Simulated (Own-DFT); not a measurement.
# A pressure from energies alone: corundum Al2O3, 78 atoms (Al32O46), with two O vacancies

These are calculations. Each geometry was run twice at fixed positions with Own-DFT, a retired in-house plane-wave program that no person has reviewed: with PBE, and with HSE06 (exact exchange share 0.25 at short range, screening 0.11 per bohr, Gygi-Baldereschi treatment of its divergence). Both used PseudoDojo norm-conserving files made for PBE, a cutoff of 48 hartree, the Gamma point alone, fixed occupations, a neutral cell and no spin. With Gamma alone and a thickness of 7.9 Å, finite-size errors remain in every number. The oxygen file's force components were 24 meV/Å off all-electron values in a glass.

Unstrained cell vectors in Å: (5.494, 0.000, 8.660); (-2.747, 4.758, 8.660); (-2.747, -4.758, 8.660), volume V0 = 679.1 Å³, from measured lattice constants. Each geometry has its own random strain of a few per cent, its own defect sites and random moves of rms u per axis. HSE06 gave the energy alone. D is its energy less that of PBE, over the lowest D shown. The PBE stress wasn't checked against mesh or cutoff.

```
run  V - V0 (Å³)   u (Å)  P with PBE (GPa)  D (eV)
  1        -15.9  0.0510             15.31   0.610
  2        -28.1  0.0305             18.76   0.000
  3         -3.8  0.0317              8.95   0.924
  4         14.2  0.0501              4.55   1.736
  5          5.6  0.0276              5.07   1.252
  6         15.1  0.0308              2.02   1.666
  7          4.7  0.0295              6.05   1.186
  8         18.0  0.0288              1.21   1.726
  9         -3.0  0.0305              8.23   0.968
 10          5.5  0.0475              7.54   1.366
 11          0.5  0.0319              6.96   1.114
 12          5.5  0.0510              6.96   1.516
 13         -9.8  0.0293             11.34       ?
```

## Fit

D = 0.97 + 0.0380 (V - V0) + 103 u² eV, with an error of 0.0008 on the volume slope, 14 on the last term and a scatter of 0.04 eV. Pressure is -dE/dV, and 1 eV/Å³ is 160.2 GPa, so HSE06 changes the pressure by -6.1 ± 0.1 GPa. With the ions held to the strained lattice, the PBE pressure falls by 254 ± 7 GPa per unit of volume strain; the shape of the strain isn't fitted, so the true error is larger, and a relaxed crystal would be softer. On that slope HSE06's volume at a given pressure is about 2.4 % smaller, or 0.8 % in lengths. At u = 0 and V0 the PBE pressure is 6.5 GPa, which puts the zero-pressure volume, against the measured cell and with the defects in, at +2.6 % for PBE and +0.2 % for HSE06, each good to a few tenths of a per cent.

## Withheld run

Q: what D should run 13 give?

The fit gives 0.68 eV, with rows scattering by 0.04. The hidden result is 0.688 eV.
